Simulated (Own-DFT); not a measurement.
# Response to strain: wurtzite GaN, 72 atoms (Ga36N36)

Calculated results; nothing here was measured. The program, named Own-DFT, is a retired in-house plane-wave density functional code that no person has reviewed. Each row is one single-point run on a periodic cell that was not relaxed, without spin or spin-orbit coupling.

Settings of every run: PBE; PseudoDojo norm-conserving scalar-relativistic files (stringent for Ga); cutoff 96 hartree; 4 x 4 x 3 k mesh centred on Gamma; Gaussian smearing of 0.01 eV.

Known limits: forces not confirmed at this smearing and k mesh; stress not checked against mesh or cutoff.

Unstrained cell vectors in Å: (9.567, 0.000, 0.000); (-4.784, 8.285, 0.000); (0.000, 0.000, 10.370). The unstrained cell has measured lattice constants (interpolated for alloys), not those of this functional. That, the random moves and any unrelaxed bonds set the pressure at no strain. Each run strains this cell uniformly, with the atoms carried along. Every atom was also moved at random, by a Gaussian of width 0.05 Å on each axis. Strain is the symmetric tensor, in per cent. Stress is positive in tension, and the pressure is minus a third of its trace.

| run | e_xx (%) | e_yy (%) | e_zz (%) | s_xx (GPa) | s_yy (GPa) | s_zz (GPa) | P (GPa) | E (meV/atom) |
|---|---|---|---|---|---|---|---|---|
| 1 | -2.75 | -2.75 | 0.00 | -23.57 | -23.81 | -11.49 | 19.62 | 66.2 |
| 2 | -0.25 | -0.25 | 0.00 | -8.38 | -9.39 | -6.34 | 8.04 | 4.9 |
| 3 | -2.25 | -2.25 | 0.00 | -18.20 | -21.01 | -11.49 | 16.90 | 42.4 |
| 4 | 0.25 | 0.25 | 0.00 | -6.67 | -6.28 | -7.70 | 6.88 | 26.4 |
| 5 | 2.50 | 2.50 | 0.00 | 4.52 | 3.93 | -3.61 | -1.61 | 6.3 |
| 6 | 2.25 | 2.25 | 0.00 | 2.22 | 4.00 | -3.28 | -0.98 | 1.3 |
| 7 | 3.00 | 3.00 | 0.00 | 6.08 | 6.84 | -2.45 | -3.49 | 0.0 |
| 8 | -0.50 | -0.50 | 0.00 | -8.43 | -8.20 | -9.87 | 8.83 | 8.0 |
| 9 | -2.50 | -2.50 | 0.00 | ? | ? | ? | ? | ? |

E is the free energy for each atom above the lowest run shown.

## Worked fit

The change of volume is close to e_xx + e_yy + e_zz. A straight line through the runs shown gives P = 7.96 - 196 x (fractional change of volume) GPa, with an error of 7 on the slope and a scatter of 0.76 GPa. The strain isn't the same on all axes and the cell isn't cubic, so the slope belongs to this path and is not the bulk modulus.

## Withheld run

Question: what pressure should run 9 give? Its volume changes by -4.94 %.

The line gives 17.7 GPa. The calculation gave 18.93 GPa.
